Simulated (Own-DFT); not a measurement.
## Calculated data, Al₃₁GaO₄₈ (corundum with substituted atoms, atoms displaced)

A calculation, not a measurement: plane-wave PBE density functional theory by an unreviewed code, no spin, of a simulated periodic cell, stress positive in tension, free energy of the whole cell less one offset for each atom, defect cell not probed for a lower state with spin; oxygen file: force components 24 meV/angstrom off all-electron in one glass; forces on such cells passed a denser k mesh, this cell's mesh not checked; offsets are fitted by least squares, one for each functional and potential file, so energies compare only between cells with the same atoms and settings and are not formation energies; the far tail of each file's local potential was reset to the Coulomb form; each entry is a single point on an unrelaxed cell, so the pressure reflects the starting lattice, mostly measured values, from which strain is counted, and rises with the displacements; printed positions are rounded, which can move forces by about a meV/angstrom; the program is a retired in-house code; no spin-orbit coupling; before rounding, a Quantum ESPRESSO 7.3.1 run of the same cell and cutoff gave forces within 1 meV/angstrom rms on each cell, which checks the program and not the settings. Program: Own-DFT development build.

### Al₃₁GaO₄₈ (corundum with substituted atoms, atoms displaced)

```
cell vectors (Å)
   5.4940     0.0000     8.6604
  -2.7470     4.7579     8.6604
  -2.7470    -4.7579     8.6604
atoms (fractions of the cell vectors)
Al  0.17503  0.17736  0.17626
Al  0.32081  0.32786  0.32418
Al  0.43660  0.41451  0.43311
Al  0.07810  0.08324  0.07216
O   0.26858  0.48327  0.11992
O   0.46635  0.12329  0.28000
O   0.12924  0.28235  0.47439
O   0.23430  0.02343  0.37369
O   0.02535  0.37387  0.22595
O   0.37430  0.21810  0.02962
Al  0.17860  0.17831  0.67820
Al  0.32966  0.31671  0.82292
Al  0.42169  0.43194  0.91909
Al  0.07163  0.07059  0.58107
O   0.28198  0.48677  0.60991
O   0.48268  0.11273  0.77073
O   0.13199  0.27917  0.96996
O   0.22298  0.01606  0.87391
O   0.03168  0.36555  0.71346
O   0.38465  0.22021  0.52226
Al  0.18597  0.66913  0.17463
Al  0.32435  0.82539  0.31912
Al  0.43655  0.92398  0.41687
Al  0.07117  0.58244  0.06728
O   0.27853  0.97770  0.12865
O   0.47036  0.61522  0.28324
O   0.13306  0.77723  0.47491
O   0.22131  0.52400  0.37540
O   0.03508  0.87440  0.21690
O   0.37748  0.71927  0.03591
Al  0.17711  0.67102  0.68765
Al  0.32047  0.81612  0.83264
Al  0.42227  0.92415  0.93491
Al  0.07121  0.57765  0.56575
O   0.27957  0.97925  0.61688
O   0.47362  0.62838  0.78093
O   0.12784  0.77088  0.96958
O   0.22581  0.51799  0.87298
O   0.02253  0.86702  0.72803
O   0.37856  0.71659  0.53292
Ga  0.68663  0.16839  0.17276
Al  0.82362  0.33193  0.31865
Al  0.91880  0.42106  0.42816
Al  0.57490  0.07270  0.08540
O   0.76899  0.47850  0.12962
O   0.97023  0.12337  0.28470
O   0.62698  0.27427  0.47568
O   0.71066  0.04745  0.36871
O   0.52262  0.37192  0.22007
O   0.86806  0.21722  0.03853
Al  0.67922  0.17537  0.67529
Al  0.83328  0.32812  0.81846
Al  0.93384  0.42732  0.91815
Al  0.57573  0.07150  0.58000
O   0.77998  0.47183  0.62173
O   0.96721  0.12590  0.78376
O   0.63125  0.27516  0.97732
O   0.72582  0.02318  0.87906
O   0.52429  0.37101  0.73104
O   0.87184  0.22634  0.53267
Al  0.68226  0.67112  0.17643
Al  0.82562  0.82588  0.31441
Al  0.92146  0.93504  0.42269
Al  0.57582  0.56438  0.07423
O   0.78860  0.97691  0.12246
O   0.97738  0.62544  0.27890
O   0.61952  0.78867  0.47403
O   0.72520  0.52683  0.37407
O   0.52399  0.86389  0.23291
O   0.87260  0.71643  0.03248
Al  0.66489  0.68208  0.67842
Al  0.82497  0.82057  0.83036
Al  0.92177  0.92716  0.92748
Al  0.57291  0.58174  0.56835
O   0.77310  0.97904  0.62283
O   0.98140  0.62477  0.77599
O   0.61841  0.77684  0.97337
O   0.73213  0.52001  0.87807
O   0.51584  0.88103  0.71934
O   0.88639  0.71436  0.52853
```

- functional: PBE
- potential files: PseudoDojo norm-conserving, scalar-relativistic, standard set
- wave cutoff: 72 hartree
- occupations: Fermi-Dirac
- smearing width: 0.1 eV
- k mesh: 3 x 3 x 3 centred on Gamma
- free energy of cell above offsets: -52.352 eV
- pressure: 10.93 GPa
- stress xx: -11.37 GPa
- stress yy: -11.62 GPa
- stress zz: -9.8 GPa
- stress yz: 0.24 GPa
- stress xz: -0.53 GPa
- stress xy: 0.59 GPa

Force:
```csv
element,x (eV/Å),y (eV/Å),z (eV/Å)
Al,0.172,-1.081,1.65
Al,0.687,-0.2,0.034
Al,-1.14,1.495,-1.377
Al,-0.049,-1.364,-2.27
O,1.696,-0.886,-0.323
O,0.325,0.411,-0.302
O,-1.027,-0.042,-1.951
O,-1.73,0.506,-0.895
O,0.304,0.682,-0.232
O,0.502,0.137,0.428
Al,2.78,-0.326,-2.03
Al,0.715,0.972,0.136
Al,0.573,-1.73,1.01
Al,1.43,0.541,0.748
O,0.021,-3.146,-0.133
O,-2.805,-0.181,1.801
O,-0.918,-0.115,-1.571
O,-1.684,-0.011,2.291
O,-1.875,0.749,3.365
O,-1.146,-0.642,0.318
Al,-1.618,-0.322,0.257
Al,-0.125,-2.087,0.38
Al,-3.093,-0.849,-0.121
Al,0.652,-1.892,0.589
O,0.324,0.949,-1.453
O,0.13,1.052,0.893
O,-1.451,1.025,-1.267
O,0.06,0.268,0.301
O,-0.651,0.218,0.468
O,-0.038,0.715,-0.885
Al,1.378,2.272,-1.706
Al,-0.057,2.379,0.43
Al,0.738,0.3,-1.061
Al,2.3,-0.45,1.898
O,-0.326,-1.539,-0.241
O,0.399,-0.796,-1.142
O,-0.907,0.85,-0.327
O,-1.171,-0.433,1.275
O,-0.206,0.856,1.568
O,-0.408,0.032,0.317
Ga,-4.068,1.36,0.076
Al,-0.046,-1.32,-0.778
Al,1.356,0.485,2.639
Al,-0.348,1.36,-1.275
O,2.072,-0.071,-0.545
O,0.254,1.673,0.589
O,0.688,0.546,1.16
O,1.553,-5.017,1.871
O,-0.636,0.894,1.168
O,4.725,3.266,3.694
Al,-0.233,-0.326,0.149
Al,-1.112,-0.889,-1.662
Al,-1.066,-0.198,0.255
Al,0.214,0.604,-1.76
O,-1.18,0.188,0.19
O,0.781,-0.211,-0.655
O,-0.591,2.047,-2.328
O,-0.774,-0.084,-0.182
O,1.072,0.918,-0.068
O,0.661,-0.509,-0.48
Al,-1.929,-0.065,-1.42
Al,0.529,-1.69,1.671
Al,1.138,-1.531,-0.37
Al,-0.764,-0.522,0.913
O,1.138,-1.198,-3.436
O,-0.822,-0.013,-1.404
O,1.88,-0.399,-0.059
O,-0.652,0.066,0.183
O,1.853,1.501,0.814
O,0.093,0.581,0.598
Al,1.432,0.176,1.057
Al,-0.367,0.771,-1.426
Al,0.615,0.599,0.78
Al,0.395,-1.166,-0.007
O,1.325,-1.176,0.292
O,-0.828,-1.111,-1.147
O,1.141,0.089,1.153
O,-0.233,1.343,-0.487
O,1.27,-0.863,0.736
O,-3.298,1.577,-1.37
```
